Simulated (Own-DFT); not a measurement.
# Which defects push the lattice out? zincblende GaAs

Calculated, not measured: single-point runs of Own-DFT, a retired in-house plane-wave DFT program that no person has reviewed, on unrelaxed cells, without spin or spin-orbit coupling.

Common settings: PBE; PseudoDojo norm-conserving scalar-relativistic files; cutoff 42 hartree; 3 x 3 x 3 k mesh centred on Gamma; Fermi-Dirac smearing of 0.1 eV.

Known weak points (not all hold for every row): not probed for a lower state with spin; forces on such cells failed a check on a denser k mesh; forces not confirmed at this smearing and k mesh; forces on such cells passed a denser k mesh, each cell not checked; stress not checked against mesh or cutoff.

All runs share one cell, with vectors in Å (11.307, 0.000, 0.000); (0.000, 11.307, 0.000); (0.000, 0.000, 11.307) and a volume of 1445.4 Å³. u is the rms random offset of the atoms per axis. The defect's site can differ from row to row.

```
                                        cell     formula   u (Å)  P (GPa)
                                   no defect    As32Ga32  0.0198     3.51
                                   no defect    As32Ga32  0.0207     3.52
                                   no defect    As32Ga32  0.0462     3.85
                            two Ga vacancies    As32Ga30  0.0293     3.05
                            two Ga vacancies    As32Ga30  0.0302     2.88
                            two Ga vacancies    As32Ga30  0.0324     2.93
                         one In on a Ga site  As32Ga31In  0.0302        ?
                         one In on a Ga site  As32Ga31In  0.0306     4.23
                         one In on a Ga site  As32Ga31In  0.0526     4.64
                         one In on a Ga site  As32Ga31In  0.0530     4.73
one As on a Ga site and one Ga on an As site    As32Ga32  0.0294     3.97
one As on a Ga site and one Ga on an As site    As32Ga32  0.0476     4.15
one As on a Ga site and one Ga on an As site    As32Ga32  0.0487     4.31
                            two As vacancies    As30Ga32  0.0271     3.33
                            two As vacancies    As30Ga32  0.0306     3.27
                            two As vacancies    As30Ga32  0.0469     3.55
```

## Analysis

P = P0 + c u² + a shift for each defect gives P0 = 3.42 GPa, c = 205 ± 25 GPa/Å² and a scatter of 0.07 GPa. The shifts, and each times the cell's volume:

- one In on a Ga site: 0.66 ± 0.06 GPa, 6.0 eV
- one As on a Ga site and one Ga on an As site: 0.34 ± 0.06 GPa, 3.1 eV
- two As vacancies: -0.31 ± 0.06 GPa, -2.8 eV (-1.4 eV for each of its 2 sites)
- two Ga vacancies: -0.66 ± 0.05 GPa, -6.0 eV (-3.0 eV for each of its 2 sites)

A positive shift means that the defect pushes the cell outwards. Shift times volume (160.2 GPa Å³ is 1 eV) depends little on the cell's size, so, taken for each site, it can be compared between cells at like pressure. The atoms around the defects weren't relaxed, which would change these numbers.

## Withheld run

Asked: what pressure belongs in the blank (one In on a Ga site, u = 0.0302 Å)?

The fitted form gives 4.28 ± 0.08 GPa. The run itself gave 4.27 GPa.
